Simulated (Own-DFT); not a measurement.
# Which defects push the lattice out? zincblende InP

No measurement is shown. These are fixed-geometry runs of a retired plane-wave code named Own-DFT, which no person has reviewed; spin and spin-orbit coupling are neglected.

Method: PBE; PseudoDojo norm-conserving scalar-relativistic files; cutoff 36 hartree; 2 x 3 x 3 k mesh centred on Gamma; Fermi-Dirac smearing of 0.1 eV.

Keep in mind (not all hold for every row): not probed for a lower state with spin; forces on such cells failed a check on a denser k mesh; forces not confirmed at this smearing and k mesh; stress not checked against mesh or cutoff.

All runs share one cell, with vectors in Å (17.606, 0.000, 0.000); (0.000, 11.737, 0.000); (0.000, 0.000, 11.737) and a volume of 2425.5 Å³. u is the rms random offset of the atoms per axis. The defect's site can differ from row to row.

| cell | formula | u (Å) | P (GPa) |
|---|---|---|---|
| no defect | In48P48 | 0.0189 | 3.20 |
| no defect | In48P48 | 0.0208 | 3.20 |
| no defect | In48P48 | 0.0457 | 3.49 |
| one In on a P site and one P on an In site | In48P48 | 0.0293 | 3.51 |
| one In on a P site and one P on an In site | In48P48 | 0.0314 | 3.52 |
| one In on a P site and one P on an In site | In48P48 | 0.0471 | 3.77 |
| one In on a P site | In49P47 | 0.0284 | 3.85 |
| one In on a P site | In49P47 | 0.0306 | 3.88 |
| one In on a P site | In49P47 | 0.0494 | 4.17 |
| two P vacancies | In48P46 | 0.0509 | 3.28 |
| two P vacancies | In48P46 | 0.0517 | 3.34 |
| two P vacancies | In48P46 | 0.0527 | 3.35 |
| two P on an In site each | In46P50 | 0.0289 | ? |
| two P on an In site each | In46P50 | 0.0318 | 3.00 |
| two P on an In site each | In46P50 | 0.0473 | 3.23 |
| two P on an In site each | In46P50 | 0.0513 | 3.25 |

## Working it out

P = P0 + c u² + a shift for each defect gives P0 = 3.12 GPa, c = 181 ± 9 GPa/Å² and a scatter of 0.02 GPa. The shifts, and each times the cell's volume:

- one In on a P site: 0.59 ± 0.02 GPa, 9.0 eV
- one In on a P site and one P on an In site: 0.23 ± 0.02 GPa, 3.5 eV
- two P vacancies: -0.28 ± 0.02 GPa, -4.3 eV (-2.2 eV for each of its 2 sites)
- two P on an In site each: -0.31 ± 0.02 GPa, -4.8 eV (-2.4 eV for each of its 2 sites)

A positive shift means that the defect pushes the cell outwards. Shift times volume (160.2 GPa Å³ is 1 eV) depends little on the cell's size, so, taken for each site, it can be compared between cells at like pressure. The atoms around the defects weren't relaxed, which would change these numbers.

## Withheld run

The question: what pressure belongs in the blank (two P on an In site each, u = 0.0289 Å)?

Estimate: 2.96 ± 0.03 GPa. The run itself gave 3.02 GPa.
